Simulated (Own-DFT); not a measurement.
# What a defect does to the pressure of its cell: C40 NbSi2

Source: density functional calculations with Own-DFT, an unreviewed in-house program that is no longer used. Nothing was measured or relaxed, and spin and spin-orbit coupling are left out.

Settings: PBE; PseudoDojo norm-conserving scalar-relativistic files; cutoff 42 hartree; 4 x 4 x 5 k mesh centred on Gamma; cold (Marzari-Vanderbilt) smearing of 0.2 eV.

Caveats: forces on such cells failed a check on a denser k mesh; stress not checked against mesh or cutoff.

All runs share one cell, with vectors in Å (0.000, 8.324, 0.000); (-9.613, 0.000, 0.000); (0.000, 0.000, 6.586) and a volume of 527.0 Å³. The atoms are randomly displaced, by u rms on each axis. The defect's site can differ from row to row.

```
cell,formula,u (Å),P (GPa)
no defect,Nb12Si24,0.0198,1.52
no defect,Nb12Si24,0.0471,2.39
no defect,Nb12Si24,0.0487,2.44
two Nb on a Si site each,Nb14Si22,0.0286,7.48
two Nb on a Si site each,Nb14Si22,0.0310,?
two Nb on a Si site each,Nb14Si22,0.0468,8.19
two Nb on a Si site each,Nb14Si22,0.0504,8.49
two Si on a Nb site each,Nb10Si26,0.0305,1.74
two Si on a Nb site each,Nb10Si26,0.0471,2.36
two Si on a Nb site each,Nb10Si26,0.0540,2.76
two Nb vacancies,Nb10Si24,0.0292,-0.10
two Nb vacancies,Nb10Si24,0.0459,0.30
two Nb vacancies,Nb10Si24,0.0471,0.37
one Si vacancy,Nb12Si23,0.0306,1.09
one Si vacancy,Nb12Si23,0.0488,1.71
one Si vacancy,Nb12Si23,0.0506,2.21
```

## Analysis

P = P0 + c u² + a shift for each defect gives P0 = 1.29 GPa, c = 501 ± 42 GPa/Å² and a scatter of 0.13 GPa. The shifts, and each times the cell's volume:

- two Nb on a Si site each: 5.84 ± 0.10 GPa, 19.2 eV (9.6 eV for each of its 2 sites)
- two Si on a Nb site each: -0.01 ± 0.10 GPa, 0.0 eV (0.0 eV for each of its 2 sites) (not resolved)
- one Si vacancy: -0.60 ± 0.10 GPa, -2.0 eV
- two Nb vacancies: -1.96 ± 0.10 GPa, -6.5 eV (-3.2 eV for each of its 2 sites)

Positive is outwards. The product with the volume (160.2 GPa Å³ to the eV) is nearly free of the cell's size; divided by the bulk modulus at the cell's pressure it gives the volume that the defect adds. The atoms around the defects weren't relaxed, which would change these numbers.

## Withheld run

The question: what pressure belongs in the blank (two Nb on a Si site each, u = 0.0310 Å)?

The fit gives 7.61 ± 0.15 GPa. DFT gave 7.77 GPa.
